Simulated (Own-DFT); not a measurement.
# Response to strain: hexagonal WC, 64 atoms (C32W32)

These are calculations, not measurements. They come from Own-DFT, an in-house plane-wave density functional program, since retired, whose code no person has reviewed. Each row is one single-point run on a periodic cell that was not relaxed, without spin or spin-orbit coupling.

Settings of every run: PBE; PseudoDojo norm-conserving scalar-relativistic files; cutoff 50 hartree; 4 x 4 x 4 k mesh centred on Gamma; cold (Marzari-Vanderbilt) smearing of 0.2 eV.

Known limits: forces on such cells moved up to 12 meV/angstrom on a denser k mesh; stress not checked against mesh or cutoff.

Unstrained cell vectors in Å: (5.833, -5.052, -2.839); (0.000, -5.052, 8.518); (-5.833, -5.052, -2.839). The unstrained cell was taken from the Materials Project. The random moves and any unrelaxed bonds add to the pressure at no strain. Each run strains this cell uniformly, with the atoms carried along. Every atom was also moved at random, by a Gaussian of width 0.05 Å on each axis. Strain is the symmetric tensor, in per cent. Stress is positive in tension, and the pressure is minus a third of its trace.

```
run,e_xx (%),e_yy (%),e_zz (%),e_yz (%),e_xz (%),e_xy (%),s_xx (GPa),s_yy (GPa),s_zz (GPa),s_yz (GPa),s_xz (GPa),s_xy (GPa),P (GPa),E (meV/atom)
1,0.42,-1.49,1.72,-1.17,0.83,0.62,-2.71,-13.58,6.03,-7.82,4.66,3.63,3.42,2.9
2,0.02,1.30,1.90,1.38,0.73,1.93,0.34,5.26,11.13,7.28,2.94,8.54,-5.58,15.3
3,0.28,0.17,-0.65,-0.09,0.87,1.82,-6.45,-6.09,-14.45,-1.17,5.32,9.27,9.00,39.7
4,1.56,-0.07,-0.57,-0.05,0.73,-1.94,2.75,-5.00,-11.58,-0.03,4.56,-10.91,4.61,19.7
5,-1.66,0.57,0.93,-1.39,-1.33,1.95,-15.90,-6.10,-1.86,-7.88,-8.69,10.09,7.95,33.3
6,1.54,1.47,-1.10,-1.70,0.77,0.55,5.81,4.64,-13.02,-10.13,4.51,3.06,0.86,19.3
7,0.47,0.57,-0.35,1.17,-0.86,-0.97,-1.04,-2.75,-9.75,7.58,-5.00,-3.30,4.51,10.8
8,1.87,-1.14,-1.99,-1.23,0.03,1.95,1.53,-17.09,-27.20,-7.95,0.12,9.50,14.25,53.6
9,-1.75,-0.95,1.76,-1.34,-1.15,1.37,-18.79,-15.95,2.55,-8.55,-6.52,8.36,10.73,48.6
10,-0.05,-0.92,0.14,-0.66,-0.44,-1.01,-7.72,-13.42,-8.90,-3.87,-2.42,-5.92,10.01,14.2
11,1.95,-1.99,0.74,0.15,0.84,0.53,4.10,-13.61,-0.53,0.56,4.72,2.30,3.35,0.0
12,1.03,-0.44,-1.81,1.87,-1.69,-1.72,-5.05,-10.86,-25.94,11.44,-9.32,-8.58,13.95,42.8
13,-1.71,-1.48,1.07,1.42,-0.16,0.65,-20.15,-20.52,-4.07,10.00,-1.29,2.73,14.92,36.4
14,1.22,-0.23,-0.83,0.66,1.04,-0.25,0.18,-6.20,-13.64,4.00,6.09,-1.66,6.55,6.2
15,1.12,0.10,0.49,1.71,-1.10,-1.18,?,?,?,?,?,?,?,?
```

E is the free energy for each atom above the lowest run shown.

## Worked fit

Each stress component was fitted by least squares to a constant and the strains of the runs shown, as fractions, with shears doubled. Shear strains stay in the fit of a normal stress only where such slopes are resolved. The slopes, in GPa:

```
stress,at no strain,per e_xx,per e_yy,per e_zz,scatter
s_xx,-6.6,740 ± 27,225 ± 26,207 ± 27,0.97
s_yy,-7.5,282 ± 30,711 ± 28,216 ± 30,1.05
s_zz,-8.8,208 ± 20,178 ± 19,974 ± 20,0.72
```

Each shear stress against twice its own strain: yz 303 ± 7, xz 295 ± 8, xy 254 ± 12 GPa. These are stiffnesses along x, y and z of the frame in which the cell vectors are given, which need not be the crystal's axes. The atoms are held to the strained lattice; where symmetry lets them move under strain, relaxing them would lower some slopes. The table should be nearly symmetric about its diagonal, and what it lacks of that shows the noise. A ninth of its sum, 416 ± 21 GPa, estimates the bulk modulus near the mean pressure of these runs, 7.0 GPa, so it lies above the value at zero pressure.

## Withheld run

Question: what normal stresses and pressure should run 15 give?

The fit gives s_xx = 2.9, s_yy = -2.6, s_zz = -1.5 and P = 0.4 GPa. The calculation gave 3.18, -2.84, -1.57 and P = 0.41 GPa.
